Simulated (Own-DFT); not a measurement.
In3GaP4 (zincblende random alloy, atoms displaced) (calculated)

Computed with Own-DFT development build. A calculation, not a measurement: plane-wave PBE density functional theory by an unreviewed code, no spin, of a simulated periodic cell, stress positive in tension, free energy of the whole cell less one offset for each atom, forces on such cells passed a denser k mesh, this cell's mesh not checked; offsets are fitted by least squares, one for each functional and potential file, so energies compare only between cells with the same atoms and settings and are not formation energies; the far tail of each file's local potential was reset to the Coulomb form; each entry is a single point on an unrelaxed cell, so the pressure reflects the starting lattice, mostly measured values, from which strain is counted, and rises with the displacements; printed positions are rounded, which can move forces by about a meV/angstrom; the program is a retired in-house code; no spin-orbit coupling.

Common to all runs: functional PBE; potential files PseudoDojo norm-conserving, scalar-relativistic, standard set; wave cutoff 42 hartree; occupations Fermi-Dirac; smearing width 0.1 eV; k mesh 3 x 3 x 3 centred on Gamma.

(1) 
```xyz
64
Lattice="11.5283 0.0000 0.0000 0.0000 11.5283 0.0000 0.0000 0.0000 11.5283" Properties=species:S:1:pos:R:3:force_x:R:1:force_y:R:1:force_z:R:1 formula=In3GaP4 free_energy_of_cell_above_offsets=-26.249 pressure=4.92 stress_xx=-4.91 stress_yy=-4.67 stress_zz=-5.19 stress_yz=0.16 stress_xz=0.07 stress_xy=0.84
In    11.5249     0.0508    11.4325      0.895     -1.158      0.085
In     0.0006     3.0838     2.9484       0.52     -2.335     -0.072
In     2.9846     0.0646     2.8786     -0.596      0.849      1.049
In     2.7930     2.9212     0.0175      0.417     -0.721     -1.128
P      1.5111     1.3778     1.3686     -1.033      0.509      0.931
P      1.6555     4.1229     4.3366      -0.06      2.308      0.293
P      4.4410     1.4500     4.4448      -1.67      1.654     -0.423
P      4.2277     4.2678     1.4132      1.301      1.039      0.651
In    11.4718     0.0300     5.7177      0.971     -1.187       1.24
Ga    11.5097     2.8018     8.6591      0.081       0.56     -0.004
In     2.9385     0.0802     8.4687     -0.665     -0.668      1.216
Ga     2.8997     2.9630     5.8672      0.565     -1.366     -0.023
P      1.4076     1.4312     7.1845     -0.489      1.803     -0.251
P      1.4857     4.2816     9.9712       -1.4      0.411     -0.332
P      4.2720     1.3552    10.0524      0.772      0.947      0.773
P      4.3791     4.2980     7.1596      1.013     -0.221     -1.138
In    11.4046     5.8272     0.0227      0.916      0.422     -1.738
In    11.4851     8.4726     2.8616      1.177      0.731      0.429
Ga     2.8607     5.6193     2.7452      0.104      0.739      0.939
In     2.9490     8.6499    11.4459     -0.247      0.759      1.825
P      1.5097     7.1656     1.3943      0.307     -0.675      0.557
P      1.4674    10.1881     4.3181     -0.838     -0.578     -0.731
P      4.2478     7.4086     4.3481      1.132     -2.486     -1.152
P      4.3416    10.1315     1.5820      0.722     -2.396     -0.627
In    11.4193     5.8193     5.7447      2.701     -1.628      1.535
In    11.5067     8.6478     8.5724     -0.389      0.054      0.264
In     3.0456     5.7527     8.5165     -1.044     -0.027      0.725
In     2.7130     8.6666     5.7363      0.999      1.153      0.588
P      1.5026     7.2797     7.2748     -0.663     -1.429     -0.701
P      1.5285     9.8882     9.9665     -0.621      2.347      0.065
P      4.2636     7.2429    10.0878      1.575     -1.029     -0.299
P      4.4148    10.2111     7.2157     -1.478     -3.675      1.714
In     5.7399    11.4266     0.0709      0.256      1.155     -0.461
In     5.8660     2.8635     2.8544     -1.594      0.745      0.723
In     8.7165     0.0134     2.9784     -0.278      0.139      0.035
Ga     8.8436     2.9666    11.5258     -1.471       -0.8      0.128
P      7.2019     1.4236     1.5806      1.724      -0.12     -2.353
P      7.0954     4.3138     4.4292      0.967      1.501     -0.853
P     10.1945     1.4192     4.3949     -1.524      2.395      -1.08
P     10.1439     4.3023     1.4187     -1.926      0.551      0.176
In     5.6134    11.4435     5.8122      2.976      1.653     -0.992
In     5.9114     2.8505     8.6672     -1.679     -1.628     -0.909
Ga     8.6588    11.3928     8.7276     -0.029      1.169     -0.584
In     8.6273     2.9580     5.8708      0.821     -0.211      -0.84
P      7.3771     1.4149     7.2144     -0.712     -1.797      0.853
P      7.2826     4.1135    10.0383       1.26      2.282      2.447
P     10.0139     1.4664    10.1270     -0.128      0.139     -1.213
P      9.9619     4.4923     7.2933      3.761     -3.296      -1.73
In     5.8286     5.9045     0.0955     -0.389     -1.437     -0.773
Ga     5.7337     8.5610     2.8879      0.115      1.041      0.705
Ga     8.6267     5.7348     2.7608     -0.069     -0.719      1.129
In     8.6608     8.7425     0.0231      0.978     -0.258       0.93
P      7.2625     7.2379     1.5902      0.061      0.457      0.175
P      7.1435    10.1835     4.3254      0.061     -1.898     -0.423
P     10.1250     6.9923     4.2708     -2.408      1.196     -1.527
P     10.2281    10.1466     1.6046     -0.621      -0.22     -1.374
Ga     5.7763     5.8049     5.6966     -0.803      0.661      0.205
In     5.8944     8.5574     8.7366     -1.651      1.724      0.495
In     8.6094     5.7224     8.5135     -2.831      1.946      2.487
In     8.7018     8.6141     5.7684     -0.976     -0.084     -1.013
P      7.0931     7.2922     7.2228        0.8     -2.143     -2.071
P      7.2780    10.1040    10.1132      -0.32      0.675     -0.344
P      9.9433     7.2808     9.9256      0.334     -0.487       1.26
P     10.0072    10.0825     7.2146       0.32       0.96      0.532
```

Units: free_energy_of_cell_above_offsets in eV; pressure, stress_xx, stress_yy, stress_zz, stress_yz, stress_xz, stress_xy in GPa; force_x, force_y, force_z in eV/Å.

(2) 
```xyz
64
Lattice="11.5283 0.0000 0.0000 0.0000 11.5283 0.0000 0.0000 0.0000 11.5283" Properties=species:S:1:pos:R:3:force_x:R:1:force_y:R:1:force_z:R:1 formula=In3GaP4 free_energy_of_cell_above_offsets=-27.856 pressure=4.6 stress_xx=-4.56 stress_yy=-4.54 stress_zz=-4.7 stress_yz=-0.6 stress_xz=0 stress_xy=0.34
Ga     0.1067     0.0122    11.4121     -0.459     -0.453      0.213
Ga     0.0249     2.9148     2.8818      0.212     -0.538     -0.164
Ga     2.8270     0.0325     2.8796      0.168      0.395     -0.065
In     2.8962     2.8775     0.0500        0.5     -0.348     -0.113
P      1.4193     1.4247     1.3804     -0.605     -0.519      1.101
P      1.4536     4.2515     4.3473     -1.188      1.195     -1.606
P      4.2450     1.5026     4.4910     -0.034     -1.134     -1.817
P      4.3000     4.3299     1.4911      0.532     -0.088     -0.172
In     0.0216     0.0359     5.7711      0.251     -0.954      0.907
In     0.0584     2.9610     8.5985     -0.264     -0.248      1.761
In     2.8391    11.5260     8.5860       1.29      1.649      -0.37
In     2.8228     2.9677     5.8013      0.438     -0.099      0.643
P      1.4019     1.5577     7.1957      0.455     -1.144      0.093
P      1.4904     4.3402    10.2144      0.536      0.686     -1.948
P      4.3957     1.4520    10.1706      0.344      0.415     -1.203
P      4.2628     4.3231     7.3236      0.404      1.284     -0.034
In     0.1599     5.9135    11.4790     -2.555     -1.198      -0.79
Ga    11.3930     8.5656     2.9897      0.717      1.293     -0.698
In     2.8371     5.8447     2.7544      0.089     -0.629      1.245
In     3.0057     8.5283     0.0156     -3.082      2.814      2.161
P      1.2994     7.2187     1.4735      0.584      2.387      1.317
P      1.4979    10.1893     4.2854     -0.289     -1.499     -0.428
P      4.3575     7.2116     4.2829      0.269      0.231     -0.298
P      4.2421    10.1589     1.4245      0.285     -0.638      1.908
In    11.4383     5.8247     5.6986      0.342     -0.327      0.385
In    11.5114     8.6834     8.6687      0.084      -0.66      0.478
Ga     2.9720     5.8424     8.7171     -0.881     -0.476      -0.01
In     2.8710     8.5509     5.8480      0.987      1.662     -0.853
P      1.4581     7.2727     7.2798     -0.204     -2.067      0.476
P      1.5266    10.0901     9.8853     -0.969     -0.295      3.014
P      4.1974     7.3086    10.1503      2.311     -2.919      -2.91
P      4.4092    10.1833     7.2383     -0.087     -1.588      0.101
In     5.8367    11.4746     0.1350      0.399      0.751     -0.649
In     5.7112     2.7081     2.8220     -0.113      1.016      1.081
In     8.7840     0.0025     2.9398     -0.838     -0.567     -0.596
Ga     8.5566     2.9600    11.4892      0.864     -0.188      0.009
P      7.3515     1.5407     1.4864      0.323     -0.561      -0.96
P      7.3576     4.2800     4.3725     -1.838      0.238     -1.582
P     10.2871     1.3358     4.2310     -0.632      2.436      0.261
P     10.1179     4.2614     1.4933      0.759     -0.743     -1.494
In     5.8039    11.5119     5.7192       -0.3      0.413      0.272
Ga     5.6852     3.0145     8.5882      0.631      -0.99      1.102
In     8.5754     0.0411     8.6141      0.769      0.625     -0.137
In     8.6437     2.9400     5.7754      0.904     -2.173      0.207
P      7.1253     1.4934     7.2291     -0.324      0.841      0.068
P      7.3115     4.3993     9.9858     -1.283     -1.031      0.647
P     10.0644     1.4209    10.1312      0.263      0.561      0.619
P     10.0789     4.2181     7.2285      0.095      1.918     -0.117
In     5.7075     5.8106     0.0119      0.294     -0.673      -0.37
Ga     5.8146     8.5925     2.9252     -0.506      0.426     -0.385
In     8.6860     5.6549     2.8124     -0.717      0.741     -0.049
In     8.5660     8.7196    11.4642      0.353     -0.233      1.077
P      7.1700     7.2378     1.4281     -0.194      0.289      0.759
P      7.1463    10.0724     4.2932        0.5      -0.58     -0.698
P      9.9328     7.2777     4.2423      1.037     -0.322      0.054
P     10.0707    10.0083     1.4447      1.678      0.184      -0.29
In     5.8909     5.7592     5.6950     -1.391     -0.856     -0.156
In     5.9011     8.5054     8.7184     -0.816      0.946      -0.61
In     8.7494     5.9053     8.6603     -0.736     -1.973     -1.758
In     8.6682     8.6544     5.8209     -0.492      0.747     -0.332
P      7.2339     7.1338     7.1175      0.145      0.475      0.918
P      7.2666    10.1261    10.0324     -1.312      0.041      0.392
P      9.9345     7.2867    10.0275      2.517      0.593      1.736
P     10.0740    10.0152     7.3179     -0.221      1.459     -1.342
```

Units: free_energy_of_cell_above_offsets in eV; pressure, stress_xx, stress_yy, stress_zz, stress_yz, stress_xz, stress_xy in GPa; force_x, force_y, force_z in eV/Å.

(3) 
```xyz
64
Lattice="11.5283 0.0000 0.0000 0.0000 11.5283 0.0000 0.0000 0.0000 11.5283" Properties=species:S:1:pos:R:3:force_x:R:1:force_y:R:1:force_z:R:1 formula=In3GaP4 free_energy_of_cell_above_offsets=-27.398 pressure=4.77 stress_xx=-4.58 stress_yy=-4.6 stress_zz=-5.11 stress_yz=-0.77 stress_xz=-0.94 stress_xy=0.32
In    11.4479    11.5261     0.0374      0.258      -1.01     -0.485
In    11.3747     2.9930     2.9793      0.808     -1.294     -0.098
Ga     2.7753    11.4654     2.8445      0.119      0.103      0.364
In     2.8679     3.0380    11.4539      1.112     -2.615      1.252
P      1.3169     1.3062     1.4731      1.361      1.468      0.994
P      1.4613     4.3071     4.3538     -0.959      0.177      1.133
P      4.3237     1.5093     4.3660      1.304     -2.303     -2.355
P      4.3723     4.1648     1.5411     -0.313      0.522      0.055
In    11.4192    11.4470     5.7995      0.136      2.221     -0.069
In     0.0455     2.8384     8.6104     -1.055      0.689      0.097
Ga     2.8291     0.1239     8.5335      0.641     -1.054      0.733
In     3.0374     2.8403     5.7697     -1.085      1.444      0.495
P      1.5241     1.5339     7.1853      -0.52     -1.462     -0.294
P      1.4361     4.2417    10.1221     -1.355      2.252     -1.022
P      4.3626     1.3850    10.0469     -0.999      1.179     -1.444
P      4.4451     4.2102     7.2428       0.09       1.19      0.176
In     0.0777     5.9211     0.0939     -1.284     -1.238     -1.513
In     0.0617     8.7712     2.9552     -1.413     -1.209     -0.748
In     2.8046     5.7120     2.8560      0.742      0.083     -0.042
In     2.9383     8.7076     0.0687     -1.142     -0.868     -1.323
P      1.4180     7.2566     1.4796      0.932      0.909      0.768
P      1.2887    10.0916     4.4412      2.609      0.966     -0.799
P      4.3182     7.1747     4.2925     -0.189      1.097     -1.252
P      4.2657    10.0582     1.4217      1.717      1.456      2.435
Ga    11.4095     5.6638     5.7530      0.099      0.474      0.155
In     0.0091     8.6795     8.7238      1.696     -0.214     -1.396
In     2.8591     5.8121     8.5967      0.757     -1.503      0.605
In     2.7942     8.5651     5.7184      0.477      0.303     -0.135
P      1.4780     7.1127     7.1756     -2.293     -0.053     -0.677
P      1.4342    10.0682    10.0581      1.138      1.607      0.108
P      4.2759     7.1775    10.1222      0.012      0.089      0.147
P      4.2524    10.0269     7.1460      0.034      1.562       0.22
In     5.7952     0.1856     0.0573       0.17     -0.623       0.57
Ga     5.7309     2.7975     2.8240      0.949      0.493      0.998
In     8.6367     0.0503     2.8552     -1.529     -0.653     -0.816
Ga     8.7183     2.8722    11.3805     -0.208      1.113     -0.163
P      7.3500     1.7285     1.3635     -0.782     -0.701      0.678
P      7.2629     4.3967     4.3560     -1.197     -0.951     -0.745
P      9.8771     1.4094     4.2945      2.163      0.566      1.204
P     10.0599     4.3322     1.4304       0.47     -0.794     -2.321
Ga     5.6655     0.0518     5.7648      0.414     -0.791      0.093
Ga     5.8014     2.8441     8.5293     -0.278      0.122      1.479
In     8.6296     0.1354     8.6104      0.064     -1.431     -0.007
In     8.5845     2.8133     5.7883     -1.101      0.089     -0.117
P      7.0950     1.4141     7.2810     -0.853      0.067     -1.438
P      7.1528     4.3584    10.0477      0.275     -1.711      0.238
P     10.0727     1.3905    10.0887     -0.023      1.316      0.335
P      9.8218     4.3176     7.2353      3.328     -0.633      -0.95
In     5.6956     5.7206     0.0493      0.222     -0.029       0.16
Ga     5.8027     8.6012     2.8948      0.007      0.332      0.228
In     8.7158     5.6829     2.7886     -0.981      1.256      1.349
In     8.6928     8.7635    11.4577     -1.456     -0.486     -0.037
P      7.1741     7.1635     1.4872     -0.066      1.141     -0.278
P      7.3201    10.0706     4.4236     -2.053      0.379     -0.459
P     10.0051     7.2967     4.3846      1.876     -2.158     -1.087
P     10.0083    10.0876     1.4776       0.64     -0.061      0.154
In     5.7767     5.9325     5.7243      0.433     -1.393      0.657
In     5.7373     8.6774     8.7305     -0.333     -0.167     -0.535
In     8.5958     5.7553     8.5968      0.259      0.679       2.03
In     8.8221     8.6616     5.8633     -1.984     -0.041      0.882
P      7.1952     7.1600     7.3378     -0.426      1.853     -1.177
P      7.0989    10.2279    10.0249      0.919     -0.159       0.82
P     10.1319     7.3695    10.0026     -1.223      -2.43       1.24
P     10.1877    10.0548     7.2731      -1.13      0.837      0.931
```

Units: free_energy_of_cell_above_offsets in eV; pressure, stress_xx, stress_yy, stress_zz, stress_yz, stress_xz, stress_xy in GPa; force_x, force_y, force_z in eV/Å.

(4) 
```xyz
64
Lattice="11.5283 0.0000 0.0000 0.0000 11.5283 0.0000 0.0000 0.0000 11.5283" Properties=species:S:1:pos:R:3:force_x:R:1:force_y:R:1:force_z:R:1 formula=In3GaP4 free_energy_of_cell_above_offsets=-27.274 pressure=4.76 stress_xx=-4.64 stress_yy=-4.81 stress_zz=-4.82 stress_yz=0.84 stress_xz=0.01 stress_xy=-0.07
In     0.0962     0.0192     0.0001      0.456     -0.393      0.672
In    11.4541     2.8093     2.8320      0.237      1.386      0.611
In     2.8309     0.1002     2.8211      1.119      -0.54      1.059
In     3.0052     2.8511     0.0306     -0.539      0.455      -0.08
P      1.4044     1.5154     1.5253      0.737     -0.268     -1.698
P      1.5086     4.2777     4.2254     -0.713      0.992      0.289
P      4.5093     1.4549     4.3406     -0.542      0.045     -0.556
P      4.3615     4.3352     1.5611     -0.041      0.052      0.483
In     0.0323    11.5164     5.8127     -0.455      -0.49     -0.538
In     0.0945     2.8819     8.6046     -1.175      0.381     -0.233
In     2.9165     0.0404     8.6735     -0.214     -0.516      0.124
In     2.8335     2.8287     5.7392      0.993      0.347      -0.21
P      1.4074     1.4291     7.1865      0.733     -0.242      0.161
P      1.4132     4.2165    10.0615      0.901      2.472      1.036
P      4.4592     1.5168     9.9909     -0.763     -2.213      2.197
P      4.2558     4.3312     7.3437     -0.034      0.435     -1.281
Ga    11.4043     5.8253     0.1551      0.764     -0.848     -1.019
In    11.4649     8.6932     2.8503      1.991      -0.36      0.628
Ga     2.7159     5.7757     2.8214      1.255     -0.627      0.502
In     2.9160     8.6703    11.4559      0.659      -1.72       1.51
P      1.4521     7.0800     1.4039     -0.318      0.552     -0.005
P      1.5458    10.1295     4.3916      0.229     -1.259     -0.046
P      4.4275     7.1562     4.2601     -3.052     -0.992      1.344
P      4.2495    10.1234     1.3572      1.639      0.535      0.466
In    11.4604     5.7990     5.8542       1.31     -0.053     -0.788
In    11.4744     8.5997     8.7570      2.127      3.123      -2.21
Ga     3.1068     5.9099     8.5092     -1.565       0.06      1.233
Ga     2.9154     8.5565     5.7950     -0.055      0.425     -0.358
P      1.3819     7.3259     7.3172      2.393     -1.167     -1.074
P      1.5162     9.9777    10.2108     -1.201      1.913     -2.101
P      4.3738     7.1155    10.2369      -1.16      0.525     -2.438
P      4.3308    10.0768     7.1705         -1     -1.018          0
Ga     5.8172     0.0145    11.5184     -1.151     -0.462      -0.32
Ga     5.7801     2.7741     2.8064     -0.268      0.832      0.642
In     8.4880     0.0244     2.8997      1.109     -0.263     -0.574
In     8.5884     2.7515    11.4029      1.033      0.122      0.343
P      7.1008     1.4091     1.3583     -0.349      0.036      0.269
P      7.1760     4.2215     4.3662      0.542     -0.747     -0.757
P     10.1345     1.3806     4.2364     -1.417      0.353      1.659
P     10.0776     4.2478     1.3914       0.26      0.071     -1.339
In     5.8539    11.4924     5.8983     -0.807      0.018     -0.935
In     5.7531     2.9145     8.6794      1.208      1.019     -1.064
In     8.6050     0.0042     8.7989     -0.033     -0.191     -1.173
Ga     8.6782     2.9247     5.7465     -0.147     -0.428     -0.151
P      7.1485     1.4878     7.1693      2.131      1.003      0.611
P      7.1659     4.3008    10.1781      1.207      0.946     -1.664
P     10.2455     1.3542    10.0702     -0.967      0.708     -0.262
P     10.0218     4.3843     7.1995     -1.008     -0.859      0.734
In     5.8065     5.7916     0.0011     -0.114     -1.311      1.196
In     5.7574     8.5225     2.9377      0.637      1.648     -1.808
In     8.7519     5.6324     2.8357     -0.872       0.57      1.042
In     8.7154     8.6453    11.3915     -1.115      0.668      1.591
P      7.2334     7.1060     1.4214      1.027      1.149      0.382
P      7.1480    10.1057     4.3383     -0.493     -0.189     -0.579
P     10.1980     7.2035     4.2592     -1.544     -0.111      0.655
P     10.2000    10.0982     1.4460     -1.969      0.923     -0.706
In     5.8185     5.7641     5.8044     -0.404     -0.664      0.303
In     5.7406     8.6803     8.7164     -1.186     -1.628     -1.253
Ga     8.6454     5.8508     8.6318      0.546     -0.689      0.839
In     8.4762     8.6700     5.7168       2.06     -0.539      0.291
P      7.2919     7.1690     7.2811     -0.502      0.119      0.469
P      7.0304    10.0292    10.0781      1.472      1.828      1.875
P     10.2772     7.3930    10.1260     -2.502     -4.993      1.922
P     10.1294    10.0530     7.2291     -1.099      0.067      0.082
```

Units: free_energy_of_cell_above_offsets in eV; pressure, stress_xx, stress_yy, stress_zz, stress_yz, stress_xz, stress_xy in GPa; force_x, force_y, force_z in eV/Å.
